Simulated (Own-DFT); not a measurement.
Al$_{3}$GaN$_{4}$ (wurtzite random alloy, strained, atoms displaced), In$_{3}$GaAs$_{4}$ (zincblende random alloy, strained, atoms displaced) (calculated)

All values are calculated (Own-DFT development build). A calculation, not a measurement: plane-wave PBE density functional theory by an unreviewed code, no spin, of a simulated periodic cell, stress positive in tension, free energy of the whole cell less one offset for each atom, forces on such cells passed a denser k mesh, this cell's mesh not checked; offsets are fitted by least squares, one for each functional and potential file, so energies compare only between cells with the same atoms and settings and are not formation energies; the far tail of each file's local potential was reset to the Coulomb form; each entry is a single point on an unrelaxed cell, so the pressure reflects the starting lattice, mostly measured values, from which strain is counted, and rises with the displacements; printed positions are rounded, which can move forces by about a meV/angstrom; the program is a retired in-house code; no spin-orbit coupling.

Common to all runs: functional PBE.

(1) 
```cif
# cell vector a (Å): 9.3938 0.0000 0.0000
# cell vector b (Å): -4.6969 8.1352 0.0000
# cell vector c (Å): 0.0000 0.0000 10.2416
data_Al3GaN4
_symmetry_space_group_name_H-M 'P 1'
_symmetry_Int_Tables_number 1
_cell_length_a 9.3938
_cell_length_b 9.3937
_cell_length_c 10.2416
_cell_angle_alpha 90.000
_cell_angle_beta 90.000
_cell_angle_gamma 120.000
_cell_volume 782.67
loop_
_atom_site_label
_atom_site_type_symbol
_atom_site_fract_x
_atom_site_fract_y
_atom_site_fract_z
_atom_site_occupancy
Ga1 Ga 0.11690 0.22175 0.99669 1
Ga2 Ga 0.22155 0.09798 0.24629 1
N1 N 0.11865 0.22399 0.19406 1
N2 N 0.22834 0.12053 0.45244 1
Al1 Al 0.12438 0.22242 0.49968 1
Al2 Al 0.22105 0.10664 0.74998 1
N3 N 0.11119 0.21695 0.69305 1
N4 N 0.22821 0.11407 0.93506 1
Al3 Al 0.11165 0.55754 0.99985 1
Al4 Al 0.22541 0.44437 0.24014 1
N5 N 0.11099 0.55479 0.18412 1
N6 N 0.22716 0.43475 0.44596 1
Al5 Al 0.10906 0.55110 0.51030 1
Al6 Al 0.22446 0.45403 0.75763 1
N7 N 0.10773 0.55990 0.68137 1
N8 N 0.21689 0.44568 0.94136 1
Al7 Al 0.11178 0.88223 0.00277 1
Al8 Al 0.22162 0.78534 0.24502 1
N9 N 0.10673 0.89041 0.19680 1
N10 N 0.22622 0.78051 0.43905 1
Ga3 Ga 0.10308 0.88461 0.49145 1
Al9 Al 0.23225 0.78298 0.74090 1
N11 N 0.10834 0.89570 0.69766 1
N12 N 0.23063 0.78529 0.93877 1
Ga4 Ga 0.45007 0.23295 0.99621 1
Al10 Al 0.55443 0.10850 0.25179 1
N13 N 0.44129 0.21444 0.18911 1
N14 N 0.56437 0.10784 0.43633 1
Al11 Al 0.44197 0.22395 0.50181 1
Al12 Al 0.55478 0.10784 0.75482 1
N15 N 0.44629 0.23388 0.69302 1
N16 N 0.55774 0.11989 0.94006 1
Al13 Al 0.45358 0.56522 0.00216 1
Al14 Al 0.55253 0.43722 0.25326 1
N17 N 0.44983 0.56122 0.18814 1
N18 N 0.55914 0.44984 0.43393 1
Al15 Al 0.45016 0.55952 0.49676 1
Al16 Al 0.56786 0.44937 0.75001 1
N19 N 0.44696 0.55776 0.69179 1
N20 N 0.56364 0.44314 0.94594 1
Al17 Al 0.44813 0.88225 0.00040 1
Al18 Al 0.57306 0.78270 0.24812 1
N21 N 0.44043 0.88619 0.19038 1
N22 N 0.55796 0.77328 0.44591 1
Al19 Al 0.44392 0.88969 0.49468 1
Ga5 Ga 0.55786 0.78037 0.74672 1
N23 N 0.44555 0.88812 0.68317 1
N24 N 0.55240 0.78047 0.95019 1
Al20 Al 0.76700 0.20834 0.00119 1
Al21 Al 0.89833 0.11325 0.25290 1
N25 N 0.78194 0.22340 0.18990 1
N26 N 0.88878 0.10093 0.43979 1
Ga6 Ga 0.78100 0.21933 0.50082 1
Ga7 Ga 0.87724 0.10536 0.74718 1
N27 N 0.78373 0.23207 0.69033 1
N28 N 0.89793 0.11263 0.93938 1
Al22 Al 0.77273 0.55862 0.99704 1
Al23 Al 0.89541 0.44156 0.24654 1
N29 N 0.77824 0.55316 0.19004 1
N30 N 0.89448 0.44411 0.44404 1
Al24 Al 0.78364 0.56070 0.50276 1
Ga8 Ga 0.89150 0.43524 0.75239 1
N31 N 0.77895 0.56260 0.69889 1
N32 N 0.88940 0.44156 0.94160 1
Ga9 Ga 0.77793 0.88781 0.99520 1
Al25 Al 0.89194 0.78085 0.25668 1
N33 N 0.77352 0.88201 0.19314 1
N34 N 0.89034 0.77808 0.45064 1
Al26 Al 0.78077 0.89016 0.49701 1
Al27 Al 0.89183 0.78291 0.74694 1
N35 N 0.77386 0.87922 0.69303 1
N36 N 0.89259 0.77844 0.93688 1
_calc_potential_files 'PseudoDojo norm-conserving, scalar-relativistic, standard set with the stringent files for Ga'
_calc_wave_cutoff 96  # hartree
_calc_occupations 'Gaussian'
_calc_smearing_width 0.01  # eV
_calc_k_mesh '4 x 4 x 3 centred on Gamma'
_calc_free_energy_of_cell_above_offsets '-22.816'  # eV
_calc_pressure 3.21  # GPa
_calc_stress_xx -5.65  # GPa
_calc_stress_yy -6.5  # GPa
_calc_stress_zz 2.51  # GPa
_calc_stress_yz -0.46  # GPa
_calc_stress_xz 0.35  # GPa
_calc_stress_xy -1.86  # GPa
```

Force:
```csv
element,x (eV/Å),y (eV/Å),z (eV/Å)
Ga,-0.028,0.17,0.571
Ga,-0.448,3.682,1.73
N,-0.697,-0.419,-0.442
N,1.43,-2.178,-2.149
Al,-2.857,0.278,1.754
Al,-0.286,1.691,0.128
N,-0.456,1.285,-0.427
N,0.092,-1.544,0.613
Al,-0.554,-0.046,-0.221
Al,0.106,0.723,1.578
N,0.353,0.744,0.667
N,-1.173,1.927,-1.304
Al,1.167,0.048,-3.321
Al,0.569,-1.479,-1.491
N,1.686,0.619,2.813
N,1.38,1.457,-0.103
Al,-0.457,1.216,-0.984
Al,1.297,-1.799,0.996
N,0.189,-2.858,-1.775
N,-0.124,-0.943,-0.597
Ga,2.534,1.843,2.404
Al,-2.2,-0.253,1.059
N,1.73,-1.499,-1.133
N,0.038,-0.994,-0.314
Ga,-0.442,-2.195,1.168
Al,0.701,0.137,-0.487
N,0.909,0.993,0.536
N,-2.278,0.067,0.224
Al,1.675,0.713,0.438
Al,-0.642,1.138,-0.869
N,1.204,-1.568,-0.494
N,1.149,-2.482,-0.717
Al,-0.391,-1.828,0.041
Al,0.217,0.692,-1.031
N,0.291,-0.62,0.114
N,0.718,-0.567,1.321
Al,-0.407,-1.204,0.91
Al,-1.919,-0.188,0.676
N,-0.041,-0.964,-0.051
N,-2.191,2.765,-1.878
Al,-2.502,2.017,1.103
Al,-3.788,-1.643,1.457
N,0.956,0.38,-0.155
N,-0.25,1.363,-1.358
Al,0.877,-0.245,0.009
Ga,-0.394,-0.964,0.667
N,-0.33,1.408,0.121
N,1.187,-0.673,-1.81
Al,1.599,2.139,0.403
Al,-0.866,-0.256,-0.319
N,0.049,-1.124,0.027
N,1.069,1.179,-0.387
Ga,0.331,0.339,-0.177
Ga,2.186,0.554,0.348
N,-1.437,-3.623,-0.601
N,-2.39,-0.387,0.169
Al,2.61,0.072,1.012
Al,-1.08,0.462,0.528
N,0.104,0.49,0.277
N,-0.579,0.915,-0.986
Al,-0.155,-1.563,0.417
Ga,-1.077,3.118,1.292
N,1.028,-0.103,-1.837
N,-0.314,-0.03,0.73
Ga,0.874,0.41,0.885
Al,-0.897,-1.724,-0.415
N,2.725,2.245,-0.283
N,-1.885,-0.907,-2.26
Al,-0.665,-0.788,1.32
Al,0.553,-0.526,1.093
N,0.299,1.219,-1.479
N,0.324,-0.316,0.256
```

(2) 
```cif
# cell vector a (Å): 9.3938 0.0000 0.0000
# cell vector b (Å): -4.6969 8.1352 0.0000
# cell vector c (Å): 0.0000 0.0000 10.2416
data_Al3GaN4
_symmetry_space_group_name_H-M 'P 1'
_symmetry_Int_Tables_number 1
_cell_length_a 9.3938
_cell_length_b 9.3937
_cell_length_c 10.2416
_cell_angle_alpha 90.000
_cell_angle_beta 90.000
_cell_angle_gamma 120.000
_cell_volume 782.67
loop_
_atom_site_label
_atom_site_type_symbol
_atom_site_fract_x
_atom_site_fract_y
_atom_site_fract_z
_atom_site_occupancy
Al1 Al 0.10496 0.23092 0.99999 1
Al2 Al 0.22471 0.11090 0.26104 1
N1 N 0.10778 0.22532 0.18842 1
N2 N 0.22428 0.11292 0.44638 1
Al3 Al 0.11246 0.22588 0.49341 1
Al4 Al 0.22743 0.11461 0.75461 1
N3 N 0.10234 0.21582 0.68915 1
N4 N 0.23097 0.11647 0.93627 1
Al5 Al 0.11879 0.55315 0.00626 1
Ga1 Ga 0.22923 0.44949 0.25371 1
N5 N 0.11021 0.55154 0.19170 1
N6 N 0.22719 0.45133 0.43906 1
Al6 Al 0.10528 0.55994 0.49422 1
Ga2 Ga 0.21134 0.44748 0.75099 1
N7 N 0.10619 0.54257 0.69113 1
N8 N 0.21727 0.43749 0.94226 1
Al7 Al 0.11860 0.89638 0.01612 1
Ga3 Ga 0.22195 0.77607 0.24484 1
N9 N 0.10328 0.89233 0.19093 1
N10 N 0.22679 0.77828 0.43304 1
Al8 Al 0.11825 0.88592 0.49871 1
Ga4 Ga 0.21639 0.77419 0.75302 1
N11 N 0.11450 0.89212 0.69631 1
N12 N 0.21453 0.77781 0.94640 1
Al9 Al 0.44357 0.22323 0.99560 1
Ga5 Ga 0.55951 0.10682 0.25212 1
N13 N 0.44258 0.21990 0.18671 1
N14 N 0.55859 0.11883 0.43834 1
Al10 Al 0.45054 0.22276 0.49919 1
Al11 Al 0.54593 0.09855 0.74072 1
N15 N 0.45344 0.22669 0.68610 1
N16 N 0.56168 0.11363 0.93982 1
Al12 Al 0.44198 0.55272 0.00396 1
Ga6 Ga 0.56023 0.44567 0.25090 1
N17 N 0.44457 0.55502 0.19047 1
N18 N 0.56178 0.43388 0.43364 1
Ga7 Ga 0.44740 0.57111 0.49531 1
Al13 Al 0.55875 0.44807 0.74936 1
N19 N 0.44586 0.56468 0.68643 1
N20 N 0.56346 0.45888 0.93916 1
Al14 Al 0.44713 0.88271 0.99667 1
Al15 Al 0.55529 0.79111 0.24982 1
N21 N 0.45082 0.88831 0.19970 1
N22 N 0.54846 0.77583 0.43255 1
Al16 Al 0.44706 0.89443 0.50504 1
Al17 Al 0.54926 0.77037 0.74786 1
N23 N 0.44346 0.88195 0.68884 1
N24 N 0.55267 0.78149 0.94782 1
Al18 Al 0.77123 0.22644 0.00273 1
Al19 Al 0.89609 0.11713 0.25539 1
N25 N 0.77661 0.22705 0.19069 1
N26 N 0.88232 0.10838 0.44294 1
Al20 Al 0.78413 0.21637 0.50237 1
Al21 Al 0.89043 0.11427 0.75323 1
N27 N 0.78679 0.22372 0.68855 1
N28 N 0.88935 0.11020 0.95024 1
Ga8 Ga 0.78641 0.55533 0.99958 1
Al22 Al 0.88971 0.45328 0.25086 1
N29 N 0.76983 0.54310 0.18942 1
N30 N 0.88282 0.44695 0.43987 1
Ga9 Ga 0.77922 0.55443 0.49483 1
Al23 Al 0.89187 0.44754 0.75086 1
N31 N 0.77589 0.55793 0.68617 1
N32 N 0.90047 0.45495 0.94175 1
Al24 Al 0.78905 0.89411 0.99954 1
Al25 Al 0.88759 0.78426 0.24767 1
N33 N 0.77798 0.89817 0.19763 1
N34 N 0.88988 0.77489 0.43924 1
Al26 Al 0.78255 0.89271 0.50023 1
Al27 Al 0.88169 0.77847 0.74795 1
N35 N 0.77266 0.89448 0.69187 1
N36 N 0.88228 0.76560 0.93523 1
_calc_potential_files 'PseudoDojo norm-conserving, scalar-relativistic, standard set with the stringent files for Ga'
_calc_wave_cutoff 96  # hartree
_calc_occupations 'Gaussian'
_calc_smearing_width 0.01  # eV
_calc_k_mesh '4 x 4 x 3 centred on Gamma'
_calc_free_energy_of_cell_above_offsets '-22.813'  # eV
_calc_pressure 3.06  # GPa
_calc_stress_xx -5.52  # GPa
_calc_stress_yy -4.77  # GPa
_calc_stress_zz 1.11  # GPa
_calc_stress_yz 0.63  # GPa
_calc_stress_xz 0.23  # GPa
_calc_stress_xy 0.91  # GPa
```

Force:
```csv
element,x (eV/Å),y (eV/Å),z (eV/Å)
Al,1.774,-1.957,0.833
Al,-0.221,0.931,-1.466
N,1.145,-0.769,0.589
N,0.05,-0.389,-0.624
Al,0.035,0.026,1.601
Al,-0.471,0.147,-1.008
N,1.355,0.293,-0.441
N,-1.497,-0.523,0.95
Al,-1.26,0.573,-0.337
Ga,-0.16,-0.681,-0.27
N,-0.92,0.25,-0.632
N,-1.677,-1.137,0.866
Al,0.936,-0.752,0.61
Ga,3.793,-2.031,0.502
N,-3.138,2.839,-2.288
N,0.455,1.965,0.055
Al,-0.811,-0.072,-3.394
Ga,-0.031,0.399,0.261
N,0.657,0.304,1.115
N,-0.349,0.284,1.752
Al,-1.203,0.39,0.776
Ga,0.026,-0.344,0.574
N,-1.032,-0.024,-1.62
N,1.644,-0.104,0.748
Al,0.833,0.791,0.706
Ga,-1.116,1.449,-0.278
N,-0.657,-0.882,-0.255
N,1.128,-1.447,1.797
Al,-0.745,0.463,0.394
Al,1.188,2.122,1.486
N,-0.767,-0.516,0.424
N,-1.265,-0.896,-0.919
Al,0.397,0.574,-0.111
Ga,-1.348,-1.076,-0.274
N,0.292,1.703,-0.66
N,-2.093,0.792,1.203
Ga,1.43,-2.841,0.96
Al,-0.414,0.138,0.024
N,0.58,-1.846,0.526
N,-0.749,-2.061,-0.686
Al,-1.982,1.848,1.123
Al,2.882,-2.612,0.344
N,-2.432,0.15,-3.011
N,0.87,3.435,0.461
Al,0.15,-0.402,-1.435
Al,0.609,1.503,1.457
N,-0.346,0.219,-0.305
N,1.986,-1.362,-1.494
Al,1.535,0.204,0.198
Al,-1.358,0.138,-0.843
N,1.664,0.575,-0.076
N,1.927,0.313,-1.054
Al,-2.222,1.691,0.296
Al,-0.174,-0.487,0.581
N,-1.48,-0.16,0.22
N,-0.787,0.675,-1.608
Ga,-1.265,-0.348,0.708
Al,0.458,-1.612,0.246
N,1.474,3.276,-0.167
N,3.241,-1.457,-0.877
Ga,-1.35,0.297,1.336
Al,-1.077,-0.571,0.151
N,0.709,0.037,0.938
N,1.178,-2.085,-0.919
Al,-1.061,-1.296,0.619
Al,-0.648,-1.366,0.696
N,0.648,-0.616,-0.985
N,-0.017,2.024,-0.485
Al,-0.426,-1.194,0.149
Al,0.799,0.097,0.236
N,0.521,-0.654,-0.418
N,0.182,3.659,0.43
```

(3) 
```cif
# cell vector a (Å): 11.7374 0.0000 0.0000
# cell vector b (Å): 0.0000 11.7374 0.0000
# cell vector c (Å): 0.0000 0.0000 12.0731
data_In3GaAs4
_symmetry_space_group_name_H-M 'P 1'
_symmetry_Int_Tables_number 1
_cell_length_a 11.7374
_cell_length_b 11.7374
_cell_length_c 12.0731
_cell_angle_alpha 90.000
_cell_angle_beta 90.000
_cell_angle_gamma 90.000
_cell_volume 1663.27
loop_
_atom_site_label
_atom_site_type_symbol
_atom_site_fract_x
_atom_site_fract_y
_atom_site_fract_z
_atom_site_occupancy
In1 In 0.00314 0.99187 0.00479 1
Ga1 Ga 0.99064 0.24947 0.24622 1
In2 In 0.25039 0.99858 0.25684 1
Ga2 Ga 0.25016 0.25254 0.99872 1
As1 As 0.12529 0.12259 0.12866 1
As2 As 0.12504 0.37468 0.37971 1
As3 As 0.37022 0.12621 0.37302 1
As4 As 0.37918 0.37775 0.12265 1
In3 In 0.99978 0.00705 0.49397 1
Ga3 Ga 0.99906 0.24603 0.75276 1
In4 In 0.24925 0.99705 0.74702 1
In5 In 0.25646 0.24825 0.50721 1
As5 As 0.12659 0.12527 0.62499 1
As6 As 0.12509 0.37198 0.88547 1
As7 As 0.37833 0.12083 0.87275 1
As8 As 0.37553 0.38056 0.63082 1
In6 In 0.00032 0.50611 0.99812 1
In7 In 0.00409 0.75265 0.25211 1
In8 In 0.24400 0.50734 0.24801 1
In9 In 0.24170 0.74367 0.00033 1
As9 As 0.11838 0.62339 0.12530 1
As10 As 0.12309 0.87078 0.37304 1
As11 As 0.37903 0.62533 0.37376 1
As12 As 0.37938 0.86776 0.11833 1
In10 In 0.00086 0.49697 0.50338 1
Ga4 Ga 0.99616 0.74695 0.75093 1
In11 In 0.25271 0.49784 0.74983 1
Ga5 Ga 0.25519 0.75255 0.50068 1
As13 As 0.12158 0.62784 0.62082 1
As14 As 0.12648 0.87096 0.86903 1
As15 As 0.37627 0.62377 0.86935 1
As16 As 0.37778 0.87334 0.63055 1
In12 In 0.49887 0.99216 0.99516 1
In13 In 0.50203 0.25535 0.24762 1
In14 In 0.75635 0.00296 0.25350 1
In15 In 0.75150 0.25373 0.00095 1
As17 As 0.62344 0.11702 0.13798 1
As18 As 0.62292 0.37059 0.37891 1
As19 As 0.87552 0.12197 0.38105 1
As20 As 0.88394 0.38037 0.12713 1
In16 In 0.49496 0.00429 0.50257 1
In17 In 0.49905 0.24924 0.75373 1
In18 In 0.74948 0.99588 0.74512 1
In19 In 0.74799 0.25006 0.50075 1
As21 As 0.62314 0.12421 0.63482 1
As22 As 0.62419 0.37645 0.87302 1
As23 As 0.87632 0.13035 0.88182 1
As24 As 0.87735 0.37072 0.62102 1
In20 In 0.50803 0.49078 0.99765 1
In21 In 0.50384 0.74574 0.25386 1
Ga6 Ga 0.75066 0.49273 0.24346 1
Ga7 Ga 0.74937 0.75414 0.00158 1
As25 As 0.62988 0.62718 0.12994 1
As26 As 0.62245 0.88606 0.37818 1
As27 As 0.87422 0.63193 0.37008 1
As28 As 0.87331 0.88312 0.12669 1
Ga8 Ga 0.49667 0.49824 0.50349 1
In22 In 0.49874 0.75104 0.74976 1
In23 In 0.75030 0.50686 0.75051 1
In24 In 0.75596 0.74613 0.50253 1
As29 As 0.62179 0.62639 0.62116 1
As30 As 0.62307 0.87416 0.87372 1
As31 As 0.87606 0.62282 0.87894 1
As32 As 0.87887 0.87150 0.62670 1
_calc_potential_files 'PseudoDojo norm-conserving, scalar-relativistic, standard set'
_calc_wave_cutoff 42  # hartree
_calc_occupations 'Fermi-Dirac'
_calc_smearing_width 0.1  # eV
_calc_k_mesh '3 x 3 x 3 centred on Gamma'
_calc_free_energy_of_cell_above_offsets '-24.159'  # eV
_calc_pressure 5.81  # GPa
_calc_stress_xx -6.27  # GPa
_calc_stress_yy -6.09  # GPa
_calc_stress_zz -5.07  # GPa
_calc_stress_yz -0.11  # GPa
_calc_stress_xz 0.15  # GPa
_calc_stress_xy 0.25  # GPa
```

Force:
```csv
element,x (eV/Å),y (eV/Å),z (eV/Å)
In,0.386,0.77,-0.976
Ga,0.927,-0.17,0.657
In,0.188,-0.59,-1.072
Ga,0.339,-0.598,0.485
As,0.064,1.355,-0.147
As,-0.226,-0.891,-1.123
As,0.78,0.499,0.259
As,-1.446,-0.434,-0.233
In,0.896,-1.282,1.148
Ga,0.081,0.193,0.065
In,-0.054,0.312,0.214
In,-0.283,0.536,-0.437
As,-0.873,0.482,0.81
As,0.088,-0.79,-1.195
As,-1.275,0.711,0.893
As,1.119,-0.328,-1.212
In,0.219,-0.707,0.085
In,-0.926,-0.108,-0.836
In,0.524,-0.97,0.475
In,0.797,0.118,-0.384
As,0.119,0.514,0.092
As,1.218,0.077,1.583
As,-0.59,-0.38,1.644
As,-0.816,-0.025,0.931
In,-0.401,0.631,-0.843
Ga,0.379,0.026,-0.052
In,-1.384,0.555,0.431
Ga,-0.196,-0.179,0.016
As,0.59,1.006,0.689
As,-1.054,-0.549,-0.123
As,0.083,-0.168,1.149
As,-0.885,-0.237,-1.526
In,0.292,0.861,0.823
In,-0.468,-0.527,0.223
In,-0.407,-0.333,0.467
In,-0.586,-0.134,0.904
As,-0.117,0.635,-1.759
As,0.051,1.884,-0.182
As,-0.07,1.83,-1.429
As,-0.883,-0.461,0.772
In,0.013,0.226,0.116
In,-0.097,0.366,-0.12
In,0.74,0.232,0.958
In,-0.162,-0.548,0.436
As,-0.012,0.257,-1.11
As,1.039,-0.523,-0.486
As,0.629,-0.667,-1.214
As,0.178,-0.219,1.669
In,-0.575,1.708,0.423
In,0.249,1.052,-0.046
Ga,0.056,0.562,0.74
Ga,0.07,-0.068,0.125
As,1.003,-0.668,-0.843
As,0.509,-1.038,0.112
As,-0.392,-1.895,-0.35
As,-0.454,-1.843,-0.447
Ga,0.213,0.117,-0.258
In,0.415,-0.556,0.163
In,0.011,-0.658,-0.598
In,-0.785,0.704,-0.477
As,-0.474,-0.714,-0.344
As,1.343,-0.846,0.384
As,-0.53,1.996,-0.402
As,0.814,-0.113,0.283
```
